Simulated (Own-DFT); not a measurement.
SiC (4H silicon carbide, atoms displaced) (calculated)

A calculation, not a measurement: plane-wave PBE density functional theory by an unreviewed code, no spin, of a simulated periodic cell, stress positive in tension, free energy of the whole cell less one offset for each atom, forces on such cells passed a denser k mesh, this cell's mesh not checked; offsets are fitted by least squares, one for each functional and potential file, so energies compare only between cells with the same atoms and settings and are not formation energies; the far tail of each file's local potential was reset to the Coulomb form; each entry is a single point on an unrelaxed cell, so the pressure reflects the starting lattice, mostly measured values (interpolated for alloys), from which strain is counted, and rises with the displacements; printed positions are rounded, which can move forces by about a meV/angstrom; the program, named Own-DFT, is a retired in-house code; no spin-orbit coupling. Program: Own-DFT development build.

```cif
# cell vector a (Å): 12.3308 0.0000 0.0000
# cell vector b (Å): -6.1654 10.6788 0.0000
# cell vector c (Å): 0.0000 0.0000 10.0681
data_SiC
_symmetry_space_group_name_H-M 'P 1'
_symmetry_Int_Tables_number 1
_cell_length_a 12.3308
_cell_length_b 12.3308
_cell_length_c 10.0681
_cell_angle_alpha 90.000
_cell_angle_beta 90.000
_cell_angle_gamma 120.000
_cell_volume 1325.75
loop_
_atom_site_label
_atom_site_type_symbol
_atom_site_fract_x
_atom_site_fract_y
_atom_site_fract_z
_atom_site_occupancy
Si1 Si 0.99961 0.99594 0.40116 1
Si2 Si 0.07527 0.16101 0.15229 1
C1 C 0.00389 0.00516 0.09521 1
C2 C 0.08944 0.16759 0.34192 1
Si3 Si 0.00019 0.26459 0.40762 1
Si4 Si 0.08406 0.41778 0.16045 1
C3 C 0.99553 0.23877 0.08904 1
C4 C 0.08030 0.41775 0.34049 1
Si5 Si 0.99771 0.50656 0.40017 1
Si6 Si 0.08176 0.66829 0.14938 1
C5 C 0.00015 0.50941 0.09474 1
C6 C 0.08653 0.67185 0.35169 1
Si7 Si 0.00384 0.75597 0.40673 1
Si8 Si 0.08474 0.91158 0.15460 1
C7 C 0.99880 0.74827 0.09832 1
C8 C 0.09019 0.92138 0.34437 1
Si9 Si 0.24799 0.00171 0.40524 1
Si10 Si 0.33444 0.17068 0.14930 1
C9 C 0.24614 0.99977 0.10403 1
C10 C 0.34028 0.16406 0.34803 1
Si11 Si 0.24492 0.24916 0.41326 1
Si12 Si 0.32663 0.42186 0.15328 1
C11 C 0.25907 0.24676 0.09650 1
C12 C 0.32882 0.41920 0.34533 1
Si13 Si 0.25287 0.50871 0.40516 1
Si14 Si 0.33273 0.66382 0.15198 1
C13 C 0.25062 0.50225 0.09005 1
C14 C 0.32914 0.66450 0.34197 1
Si15 Si 0.25403 0.75525 0.40358 1
Si16 Si 0.32865 0.91109 0.15003 1
C15 C 0.24668 0.75314 0.09938 1
C16 C 0.33987 0.91503 0.36259 1
Si17 Si 0.51272 0.99923 0.40809 1
Si18 Si 0.57880 0.16404 0.15869 1
C17 C 0.50490 0.99556 0.07719 1
C18 C 0.57644 0.15798 0.34663 1
Si19 Si 0.50145 0.24839 0.41182 1
Si20 Si 0.58689 0.41821 0.15740 1
C19 C 0.50369 0.25634 0.09846 1
C20 C 0.57913 0.41073 0.34027 1
Si21 Si 0.49838 0.50127 0.40587 1
Si22 Si 0.58825 0.66992 0.16766 1
C21 C 0.49880 0.49549 0.08943 1
C22 C 0.59218 0.66925 0.34432 1
Si23 Si 0.49922 0.76315 0.41164 1
Si24 Si 0.59176 0.92165 0.15257 1
C23 C 0.48894 0.75465 0.10047 1
C24 C 0.58655 0.91772 0.33437 1
Si25 Si 0.75235 0.99731 0.40303 1
Si26 Si 0.82939 0.16114 0.16064 1
C25 C 0.74731 0.99482 0.09057 1
C26 C 0.83424 0.17023 0.33407 1
Si27 Si 0.75961 0.25096 0.40716 1
Si28 Si 0.82856 0.41929 0.15845 1
C27 C 0.74567 0.24650 0.09525 1
C28 C 0.83033 0.42419 0.34310 1
Si29 Si 0.75538 0.50326 0.40089 1
Si30 Si 0.82955 0.67021 0.15632 1
C29 C 0.74800 0.50895 0.09382 1
C30 C 0.83403 0.67151 0.34829 1
Si31 Si 0.74570 0.74749 0.39224 1
Si32 Si 0.83697 0.91604 0.16075 1
C31 C 0.75025 0.75204 0.08635 1
C32 C 0.82240 0.90640 0.33575 1
Si33 Si 0.00250 0.00131 0.92152 1
Si34 Si 0.92648 0.84424 0.64657 1
C33 C 0.00560 0.00649 0.57958 1
C34 C 0.91109 0.82418 0.86054 1
Si35 Si 0.99228 0.75553 0.90432 1
Si36 Si 0.92307 0.59101 0.64961 1
C35 C 0.98980 0.75620 0.59838 1
C36 C 0.91996 0.59264 0.84571 1
Si37 Si 0.99181 0.49930 0.89154 1
Si38 Si 0.91300 0.31595 0.65926 1
C37 C 0.00241 0.49819 0.60160 1
C38 C 0.92913 0.33508 0.84415 1
Si39 Si 0.99921 0.24977 0.89927 1
Si40 Si 0.92767 0.08422 0.65433 1
C39 C 0.99643 0.24565 0.59412 1
C40 C 0.91574 0.07919 0.84331 1
Si41 Si 0.74832 0.99965 0.89571 1
Si42 Si 0.66393 0.83934 0.65520 1
C41 C 0.76563 0.00430 0.59466 1
C42 C 0.67143 0.83254 0.84052 1
Si43 Si 0.74633 0.74350 0.90900 1
Si44 Si 0.67001 0.59048 0.65561 1
C43 C 0.74968 0.74512 0.59462 1
C44 C 0.65959 0.58296 0.83107 1
Si45 Si 0.74064 0.48817 0.91166 1
Si46 Si 0.66821 0.33628 0.65469 1
C45 C 0.74458 0.49785 0.59513 1
C46 C 0.66856 0.33296 0.84618 1
Si47 Si 0.74394 0.24863 0.90969 1
Si48 Si 0.64922 0.07408 0.65568 1
C47 C 0.75195 0.25081 0.59616 1
C48 C 0.66419 0.07232 0.84270 1
Si49 Si 0.49740 0.99708 0.90963 1
Si50 Si 0.42026 0.83816 0.65772 1
C49 C 0.48769 0.98950 0.59168 1
C50 C 0.41480 0.83117 0.84091 1
Si51 Si 0.49730 0.74408 0.90585 1
Si52 Si 0.42195 0.59060 0.65937 1
C51 C 0.49294 0.74587 0.59959 1
C52 C 0.41529 0.58228 0.84823 1
Si53 Si 0.49722 0.49360 0.89551 1
Si54 Si 0.41128 0.32979 0.65680 1
C53 C 0.50692 0.50097 0.59731 1
C54 C 0.41517 0.33125 0.83854 1
Si55 Si 0.48301 0.23834 0.90626 1
Si56 Si 0.41448 0.08107 0.65067 1
C55 C 0.48992 0.24484 0.59565 1
C56 C 0.41350 0.07685 0.84366 1
Si57 Si 0.25126 0.99833 0.91649 1
Si58 Si 0.16432 0.82299 0.65311 1
C57 C 0.24195 0.00106 0.58951 1
C58 C 0.17237 0.83715 0.84230 1
Si59 Si 0.24464 0.74716 0.90242 1
Si60 Si 0.15488 0.57262 0.65474 1
C59 C 0.24237 0.74044 0.59194 1
C60 C 0.17369 0.59461 0.84464 1
Si61 Si 0.24477 0.48802 0.91373 1
Si62 Si 0.16602 0.33072 0.65752 1
C61 C 0.25964 0.51287 0.58567 1
C62 C 0.16340 0.33390 0.83894 1
Si63 Si 0.24915 0.24138 0.90330 1
Si64 Si 0.16489 0.09007 0.64077 1
C63 C 0.25172 0.25246 0.58992 1
C64 C 0.16459 0.08722 0.84465 1
_calc_functional 'PBE'
_calc_potential_files 'PseudoDojo norm-conserving, scalar-relativistic, standard set'
_calc_wave_cutoff 42  # hartree
_calc_occupations 'Fermi-Dirac'
_calc_smearing_width 0.1  # eV
_calc_hardware 'one NVIDIA H200'
_calc_k_mesh '3 x 3 x 3 centred on Gamma'
_calc_free_energy_of_cell_above_offsets '-4.823'  # eV
_calc_pressure 6.42  # GPa
_calc_stress_xx -5.23  # GPa
_calc_stress_yy -7.17  # GPa
_calc_stress_zz -6.85  # GPa
_calc_stress_yz -0.1  # GPa
_calc_stress_xz -0.37  # GPa
_calc_stress_xy 1.07  # GPa
_calc_wall_time 541.7  # s
```

Force:
```tsv
element	x (eV/Å)	y (eV/Å)	z (eV/Å)
Si	-0.605	1.077	-1.645
Si	2.774	2.299	1.612
C	0.245	-2.696	2.024
C	-2.777	-0.496	0.068
Si	1.958	-3.581	-0.554
Si	-1.315	-0.525	-2.294
C	-1.08	2.355	0.152
C	0.002	2.038	1.067
Si	0.974	-0.371	1.414
Si	0.14	0.477	2.05
C	0.412	-3.211	-0.945
C	-0.647	0.024	-1.652
Si	-0.425	-0.358	0.245
Si	-1.558	0.648	1.149
C	-1.125	0.627	-1.108
C	-1.528	-1.394	-1.007
Si	2.548	0.277	0.56
Si	2.577	-1.161	3.859
C	1.733	0.387	-1.791
C	-2.249	0.974	-1.017
Si	2.216	0.765	-3.26
Si	3.844	-1.876	1.008
C	-5.278	2.052	-2.052
C	0.387	-0.108	-0.365
Si	0.076	-1.723	0.192
Si	-2.12	1.146	1.395
C	-1.387	-0.835	1.209
C	0.791	1.926	-0.612
Si	-0.308	-2.069	1.334
Si	1.559	2.051	2.3
C	0.854	-2.106	-1.928
C	-0.714	1.894	-3.249
Si	-3.265	-0.223	-0.67
Si	0.256	-0.479	-0.673
C	-1.784	1.084	5.872
C	1.81	1.891	0.201
Si	-0.402	-0.198	-1.024
Si	-1.937	0.193	-0.082
C	0.012	-2.096	-1.699
C	0.591	1.356	1.226
Si	0.575	-0.63	0.216
Si	-1.678	-0.957	-3.712
C	-0.62	1.193	0.428
C	-4.084	-1.407	0.831
Si	1.089	-3.372	-1.025
Si	-2.133	-1.683	-1.014
C	4.116	-0.137	-1.465
C	0.713	0.697	2.065
Si	-0.096	0.939	0.635
Si	0.097	0.512	-3.642
C	1.642	1.179	-0.236
C	1.201	-0.745	3.336
Si	-3.176	0.298	-0.179
Si	0.949	0.259	-1.217
C	0.257	0.785	0.458
C	2.658	-2.102	-0.128
Si	-3.604	0.238	2.177
Si	1.204	0.33	0.317
C	1.069	-1.648	0.246
C	1.049	-0.44	-1.598
Si	2.149	0.328	4.545
Si	-0.99	0.079	-3.281
C	-0.395	0.057	2.629
C	1.802	2.451	1.671
Si	-0.708	-0.903	-3.822
Si	-4.209	-0.665	2.939
C	-0.504	-0.811	1.522
C	-2.831	4.587	-3.219
Si	5.59	-2.035	1.667
Si	-1.883	-1.76	1.698
C	5.145	-1.777	-2.192
C	-1.192	-1.979	-1.051
Si	2.156	1.862	2.336
Si	-1.804	3.266	0.677
C	-3.03	-2.229	-2.562
C	-3.882	-0.513	-0.436
Si	1.32	-1.66	1.809
Si	-1.381	-0.495	0.848
C	1.75	0.63	-0.962
C	0.688	0.685	-0.356
Si	1.745	-1.402	1.77
Si	2.534	-1.572	-0.093
C	-3.457	-0.851	-1.396
C	-1.45	-0.361	0.744
Si	-0.71	0.143	-2.083
Si	0.837	-1.898	-1.075
C	-0.752	3.747	-1.745
C	1.477	-0.811	3.588
Si	-0.057	3.798	-1.728
Si	-0.561	-0.494	0.467
C	1.562	1.15	-1.13
C	-1.318	-1.715	-0.706
Si	1.937	-0.939	-0.583
Si	3.271	1.698	0.339
C	-0.771	-1.495	-0.475
C	-2.545	2.557	-0.65
Si	0.649	-0.743	-3.882
Si	-2.063	-3.946	0.919
C	1.448	2.499	-0.488
C	0.188	0.22	0.902
Si	-0.153	1.757	0.777
Si	-0.023	-2.969	0.211
C	0.872	3.633	-1.725
C	-0.26	-1.377	-0.522
Si	-0.186	1.613	1.799
Si	1.095	1.408	-0.782
C	-2.167	-0.249	-0.915
C	-0.59	-1.155	0.514
Si	2.699	1.867	0.404
Si	-2.103	-0.727	0.731
C	2.238	0.852	0.246
C	-0.117	0.459	-0.13
Si	-1.013	-0.266	-2.066
Si	-1.353	2.457	0.447
C	1.534	-0.783	0.824
C	-1.955	-0.47	0.351
Si	0.875	2.25	1.219
Si	3.991	3.16	1.247
C	0.884	0.919	-0.117
C	-0.447	-5.098	-0.651
Si	-0.847	3.331	-3.015
Si	-0.141	2.168	-1.461
C	-0.875	-2.562	2.036
C	1.41	-1.299	1.124
Si	-0.969	2.697	1.294
Si	1.863	-1.431	2.793
C	-1.129	0.39	1.41
C	0.63	-2.617	-0.996
```
